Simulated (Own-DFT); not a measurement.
# How strain changes the stress of bcc W, 16 atoms (W16)

These are calculations, not measurements. The program, named Own-DFT, is a retired in-house plane-wave density functional code that no person has reviewed. Each row is one single-point run on a periodic cell that was not relaxed, without spin or spin-orbit coupling.

Settings of every run: PBE; PseudoDojo norm-conserving scalar-relativistic files; cutoff 50 hartree; 5 x 5 x 5 k mesh centred on Gamma; cold (Marzari-Vanderbilt) smearing of 0.2 eV.

Known limits: forces on such cells failed a check on a denser k mesh; stress not checked against mesh or cutoff.

Unstrained cell vectors in Å: (6.330, 0.000, 0.000); (0.000, 6.330, 0.000); (0.000, 0.000, 6.330). The unstrained cell has measured lattice constants (interpolated for alloys), not those of this functional. That, the random moves and any unrelaxed bonds set the pressure at no strain. Each run strains this cell uniformly, with the atoms carried along. Every atom was also moved at random, by a Gaussian of width 0.05 Å on each axis. Strain is the symmetric tensor, in per cent. Stress is positive in tension, and the pressure is minus a third of its trace.

```
run  e_xx (%)  e_yy (%)  e_zz (%)  e_yz (%)  e_xz (%)  e_xy (%)  s_xx (GPa)  s_yy (GPa)  s_zz (GPa)  s_yz (GPa)  s_xz (GPa)  s_xy (GPa)  P (GPa)  E (meV/atom)
  1     -0.11      1.36      0.06     -0.06      1.11     -0.45       -5.44       -0.65       -4.61        0.31        3.24       -1.35     3.57          20.7
  2      0.38     -1.43      0.47      0.07      0.01     -0.20       -8.01      -14.46       -7.10        0.32        0.34       -0.58     9.86          34.8
  3     -0.47     -0.79     -1.31      0.60      1.98     -0.41      -16.22      -17.87      -18.74        1.99        6.74       -1.55    17.61          84.7
  4      0.02      1.10     -1.42      0.75     -0.72      0.06       -7.90       -5.20      -13.14        2.52       -2.06        0.03     8.74          33.2
  5     -1.49      0.01     -0.06     -1.87     -1.04      1.39      -17.33      -11.85      -13.09       -5.52       -3.03        4.58    14.09          78.4
  6      0.96     -0.67     -1.26     -1.59      0.53      0.49       -6.79      -11.97      -14.14       -5.16        2.13        1.85    10.97          42.8
  7      1.61      0.14     -1.26     -1.17      1.24      0.69       -1.92       -6.38      -11.38       -3.61        3.97        2.32     6.56          40.2
  8      1.11      0.07      1.05      1.40     -0.87     -1.55        0.98       -2.54        0.68        3.78       -2.13       -4.23     0.30           5.7
  9     -0.10      1.42      1.93     -0.85      1.00      0.31       -0.55        3.83        5.58       -2.54        2.69        1.13    -2.95           0.0
 10      1.84     -1.57      0.73      1.97      0.58     -0.12       -0.57      -11.82       -3.81        5.44        1.89       -0.42     5.40          58.6
 11     -0.11     -0.19      0.58      1.09     -0.60      0.38       -8.33       -8.19       -5.83        3.26       -2.03        1.22     7.45          39.3
 12      1.06     -1.34     -0.08      1.26     -0.45      1.01       -5.99      -13.42       -8.85        4.13       -1.77        3.11     9.42          52.6
 13     -0.22      0.07     -0.91      1.45     -0.49     -1.00      -10.94       -9.52      -12.86        4.66       -1.30       -3.07    11.11          33.9
 14      1.48      0.96     -0.12     -1.09      1.13      1.21        1.56        0.17       -3.61       -3.57        3.74        3.93     0.63          24.0
 15     -1.32      1.67      0.41      0.16      0.21      1.24           ?           ?           ?           ?           ?           ?        ?             ?
```

E is the free energy for each atom above the lowest run shown.

## Worked fit

Each stress component was fitted by least squares to a constant and the strains of the runs shown, as fractions, with shears doubled. Shear strains stay in the fit of a normal stress only where such slopes are resolved. The slopes, in GPa:

```
stress,at no strain,per e_xx,per e_yy,per e_zz,scatter
s_xx,-8.2,562 ± 16,254 ± 15,225 ± 15,0.54
s_yy,-8.3,239 ± 16,576 ± 15,221 ± 15,0.53
s_zz,-8.2,241 ± 18,228 ± 17,554 ± 16,0.59
```

Each shear stress against twice its own strain: yz 157 ± 5, xz 152 ± 4, xy 147 ± 3 GPa. These are stiffnesses along x, y and z of the frame in which the cell vectors are given, which need not be the crystal's axes. The atoms are held to the strained lattice; where symmetry lets them move under strain, relaxing them would lower some slopes. The table should be nearly symmetric about its diagonal, and what it lacks of that shows the noise. A ninth of its sum, 344 ± 8 GPa, estimates the bulk modulus near the mean pressure of these runs, 7.3 GPa, so it lies above the value at zero pressure.

## Withheld run

Question: what normal stresses and pressure should run 15 give?

The fit gives s_xx = -10.5, s_yy = -0.9, s_zz = -5.3 and P = 5.6 GPa. The calculation gave -11.04, -0.64, -4.63 and P = 5.44 GPa.
